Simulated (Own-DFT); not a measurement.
# Response to strain: grey tin, 64 atoms (Sn64)

These are calculations, not measurements. They come from Own-DFT, an in-house plane-wave density functional program, since retired, whose code no person has reviewed. Each row is one single-point run on a periodic cell that was not relaxed, without spin or spin-orbit coupling.

Settings of every run: PBE; PseudoDojo norm-conserving scalar-relativistic files; cutoff 42 hartree; 3 x 3 x 3 k mesh centred on Gamma; cold (Marzari-Vanderbilt) smearing of 0.2 eV.

Known limits: forces on such cells moved up to 12 meV/angstrom on a denser k mesh; stress not checked against mesh or cutoff.

Unstrained cell vectors in Å: (12.978, 0.000, 0.000); (0.000, 12.978, 0.000); (0.000, 0.000, 12.978). The unstrained cell has measured lattice constants (interpolated for alloys), not those of this functional. That, the random moves and any unrelaxed bonds set the pressure at no strain. Each run strains this cell uniformly, with the atoms carried along. Every atom was also moved at random, by a Gaussian of width 0.05 Å on each axis. Strain is the symmetric tensor, in per cent. Stress is positive in tension, and the pressure is minus a third of its trace.

| run | e_xx (%) | e_yy (%) | e_zz (%) | e_yz (%) | e_xz (%) | e_xy (%) | s_xx (GPa) | s_yy (GPa) | s_zz (GPa) | s_yz (GPa) | s_xz (GPa) | s_xy (GPa) | P (GPa) | E (meV/atom) |
|---|---|---|---|---|---|---|---|---|---|---|---|---|---|---|
| 1 | -0.43 | -0.32 | -0.48 | 0.10 | 1.04 | 0.99 | -4.41 | -4.33 | -4.43 | 0.37 | 1.28 | 1.42 | 4.39 | 13.9 |
| 2 | 1.22 | 0.26 | -1.79 | 0.39 | -0.21 | -0.20 | -3.49 | -3.70 | -4.30 | 0.48 | -0.07 | -0.42 | 3.83 | 0.0 |
| 3 | 0.09 | -0.55 | -1.46 | 0.95 | 1.76 | 0.80 | -4.61 | -4.70 | -5.04 | 1.00 | 2.03 | 0.32 | 4.78 | 20.8 |
| 4 | 1.01 | -0.87 | -1.94 | 0.36 | -1.15 | -1.28 | -4.25 | -4.73 | -5.08 | 0.08 | -1.71 | -1.31 | 4.69 | 17.8 |
| 5 | -1.33 | 0.97 | -1.72 | 0.20 | -1.93 | 0.99 | -5.01 | -4.35 | -5.08 | -0.17 | -1.64 | 1.46 | 4.81 | 17.6 |
| 6 | -1.82 | -1.34 | -1.64 | -0.38 | 0.43 | -0.07 | -6.59 | -6.45 | -6.55 | -0.75 | 0.97 | 0.01 | 6.53 | 50.8 |
| 7 | 0.99 | 1.10 | -1.18 | 1.07 | -1.16 | -1.91 | -3.14 | -3.18 | -3.74 | 1.19 | -1.29 | -2.05 | 3.36 | 3.9 |
| 8 | 0.70 | -0.60 | -0.39 | 1.67 | -1.57 | -0.99 | -3.77 | -4.21 | -4.14 | 1.66 | -1.80 | -1.30 | 4.04 | 16.8 |
| 9 | 0.31 | -1.81 | 1.11 | 0.59 | -1.83 | -0.01 | -3.82 | -4.40 | -3.58 | 0.31 | -2.27 | -0.02 | 3.93 | 5.0 |
| 10 | -1.41 | 0.55 | -1.43 | -0.98 | -0.85 | 0.33 | -5.25 | -4.69 | -5.21 | -1.14 | -0.69 | 0.84 | 5.05 | 28.2 |
| 11 | -1.22 | 0.20 | 0.19 | 0.39 | 0.99 | 1.42 | -4.45 | -4.00 | -4.06 | 0.43 | 0.64 | 1.93 | 4.17 | 9.9 |
| 12 | -1.98 | -1.91 | -1.28 | -0.03 | 1.49 | 0.14 | -6.86 | -6.86 | -6.78 | -0.02 | 2.17 | -0.01 | 6.83 | 61.3 |
| 13 | 0.26 | 1.55 | -1.16 | 1.02 | 0.61 | 0.66 | -3.47 | -3.10 | -3.91 | 1.48 | -0.19 | 0.64 | 3.49 | 7.9 |
| 14 | 1.34 | -1.04 | 0.97 | 1.03 | 0.68 | 1.45 | -2.89 | -3.55 | -3.02 | 0.83 | 0.74 | 1.55 | 3.15 | 0.3 |
| 15 | 1.65 | -1.99 | -0.74 | 0.21 | 0.83 | 1.61 | ? | ? | ? | ? | ? | ? | ? | ? |

E is the free energy for each atom above the lowest run shown.

## Worked fit

Each stress component was fitted by least squares to a constant and the strains of the runs shown, as fractions, with shears doubled. Shear strains stay in the fit of a normal stress only where such slopes are resolved. The slopes, in GPa:

| stress | at no strain | per e_xx | per e_yy | per e_zz | scatter |
|---|---|---|---|---|---|
| s_xx | -3.8 | 75 ± 2 | 48 ± 2 | 46 ± 3 | 0.08 |
| s_yy | -3.8 | 47 ± 3 | 75 ± 3 | 45 ± 4 | 0.12 |
| s_zz | -3.8 | 48 ± 3 | 49 ± 3 | 73 ± 4 | 0.12 |

Each shear stress against twice its own strain: yz 53 ± 6, xz 52 ± 6, xy 54 ± 4 GPa. These are stiffnesses along x, y and z of the frame in which the cell vectors are given, which need not be the crystal's axes. The atoms are held to the strained lattice; where symmetry lets them move under strain, relaxing them would lower some slopes. The table should be nearly symmetric about its diagonal, and what it lacks of that shows the noise. A ninth of its sum, 56 ± 1 GPa, estimates the bulk modulus near the mean pressure of these runs, 4.5 GPa, so it lies above the value at zero pressure.

## Withheld run

Question: what normal stresses and pressure should run 15 give?

The fit gives s_xx = -3.8, s_yy = -4.8, s_zz = -4.5 and P = 4.4 GPa. The calculation gave -3.63, -4.71, -4.41 and P = 4.25 GPa.
